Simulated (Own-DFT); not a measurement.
# Response to strain: bcc Nb, 36 atoms (Nb36)

Source: density functional calculations with Own-DFT, an unreviewed in-house program that is no longer used. Nothing was measured or relaxed, and spin and spin-orbit coupling are left out.

All runs used: PBE; PseudoDojo norm-conserving scalar-relativistic files; cutoff 42 hartree; 4 x 4 x 5 k mesh centred on Gamma; cold (Marzari-Vanderbilt) smearing of 0.2 eV.

Keep in mind: forces on such cells failed a check on a denser k mesh; stress not checked against mesh or cutoff.

Unstrained cell vectors in Å: (9.901, 0.000, 0.000); (0.000, 9.901, 0.000); (0.000, 0.000, 6.601). The unstrained cell has measured lattice constants (interpolated for alloys), not those of this functional. That, the random moves and any unrelaxed bonds set the pressure at no strain. The cell is deformed uniformly in each run, and the atoms keep their fractional places. Each coordinate of each atom was shifted by a normal deviate of width 0.05 Å. Stress is counted positive in tension, P = -(s_xx + s_yy + s_zz)/3, and strain components are those of the symmetric tensor.

| run | e_xx (%) | e_yy (%) | e_zz (%) | e_yz (%) | e_xz (%) | e_xy (%) | s_xx (GPa) | s_yy (GPa) | s_zz (GPa) | s_yz (GPa) | s_xz (GPa) | s_xy (GPa) | P (GPa) | E (meV/atom) |
|---|---|---|---|---|---|---|---|---|---|---|---|---|---|---|
| 1 | -0.41 | 1.83 | 1.30 | -0.97 | -1.06 | 1.99 | 0.88 | 3.02 | 2.33 | -0.43 | -0.48 | 0.53 | -2.08 | 2.9 |
| 2 | -0.20 | 1.17 | 0.20 | 1.62 | -0.17 | 0.63 | -1.08 | 0.46 | -0.49 | 0.57 | 0.12 | -0.03 | 0.37 | 1.2 |
| 3 | 0.39 | 0.14 | 1.61 | 1.91 | 1.96 | 1.04 | 0.49 | 0.33 | 2.17 | 0.67 | 0.74 | 0.40 | -1.00 | 3.3 |
| 4 | -0.39 | 1.02 | -1.98 | -0.85 | 0.94 | -1.94 | -5.00 | -3.28 | -7.11 | -0.34 | 0.38 | -0.75 | 5.13 | 14.5 |
| 5 | -0.79 | -0.20 | 1.71 | 0.33 | -0.54 | -1.83 | -2.41 | -1.80 | 0.52 | 0.16 | -0.18 | -0.30 | 1.23 | 0.0 |
| 6 | 0.07 | -0.48 | 0.56 | 1.28 | 1.26 | -0.22 | -2.24 | -3.04 | -1.69 | 0.39 | 0.33 | 0.15 | 2.32 | 6.0 |
| 7 | 0.46 | 0.16 | 0.23 | 1.50 | -1.22 | 1.13 | -1.09 | -1.25 | -1.35 | 0.42 | -0.27 | 0.27 | 1.23 | 7.0 |
| 8 | -1.36 | 1.53 | 0.07 | 0.78 | -0.66 | -0.82 | -3.81 | -0.61 | -2.35 | 0.46 | -0.17 | -0.08 | 2.25 | 10.8 |
| 9 | -1.79 | -0.54 | 0.82 | -1.40 | -1.98 | 0.01 | -6.63 | -5.31 | -3.48 | -0.48 | -0.55 | 0.28 | 5.14 | 5.7 |
| 10 | 1.33 | 0.96 | -1.52 | 0.73 | -1.90 | -1.25 | -0.23 | -0.66 | -3.29 | 0.29 | -0.51 | -0.67 | 1.39 | 7.3 |
| 11 | 1.78 | -1.72 | 1.14 | -0.81 | 1.31 | -1.35 | 0.82 | -2.65 | 0.12 | -0.35 | 0.61 | -0.34 | 0.57 | 6.3 |
| 12 | 0.47 | 1.65 | -1.00 | 0.87 | 1.95 | 1.44 | -0.58 | 0.65 | -2.08 | 0.51 | 0.41 | 0.63 | 0.67 | 3.0 |
| 13 | 1.58 | -1.39 | 0.12 | 0.31 | 0.56 | 0.02 | -0.35 | -3.44 | -1.71 | 0.05 | 0.33 | 0.00 | 1.83 | 0.1 |
| 14 | 0.17 | -1.83 | -1.24 | -1.38 | -1.31 | -0.05 | -6.74 | -9.12 | -8.43 | -0.39 | -0.48 | 0.08 | 8.10 | 27.7 |
| 15 | -1.45 | -0.70 | -1.06 | 0.19 | -1.54 | 0.26 | -8.88 | -8.25 | -8.31 | 0.02 | -0.49 | -0.02 | 8.48 | 19.0 |
| 16 | -1.72 | -0.20 | -1.95 | -0.49 | -0.43 | 1.28 | -10.18 | -8.43 | -10.44 | -0.22 | -0.19 | 0.34 | 9.69 | 21.8 |
| 17 | -0.09 | -0.75 | 0.30 | 0.94 | -1.56 | 1.42 | ? | ? | ? | ? | ? | ? | ? | ? |

E is the free energy for each atom above the lowest run shown.

## What the rows give

Least squares on the runs shown: each stress against a constant and the strains, taken as fractions with shears doubled. Shear strains stay in the fit of a normal stress only where such slopes are resolved. The slopes, in GPa:

```
stress  at no strain  per e_xx  per e_yy  per e_zz  scatter
  s_xx          -2.7   248 ± 3   144 ± 3   145 ± 3     0.15
  s_yy          -2.7   145 ± 5   252 ± 4   144 ± 4     0.19
  s_zz          -2.6   139 ± 6   138 ± 6   259 ± 5     0.25
```

The slope of each shear stress on twice its own strain, from a fit on all six strains: yz 18 ± 1, xz 15 ± 1, xy 15 ± 2 GPa. These are stiffnesses along x, y and z of the frame in which the cell vectors are given, which need not be the crystal's axes. No internal relaxation is included, and where it is allowed it would reduce some of the slopes. Slopes across the diagonal should nearly agree, so their difference gauges the noise. A ninth of the table's sum, 179 ± 2 GPa, estimates the bulk modulus near the mean pressure of these runs, 2.8 GPa, so it lies above the value at zero pressure.

## Withheld run

Q: what normal stresses and pressure should run 17 give?

From the fit: s_xx = -3.6, s_yy = -4.3, s_zz = -3.1 and P = 3.6 GPa. Computed: -3.61, -4.30, -2.92 and P = 3.61 GPa.
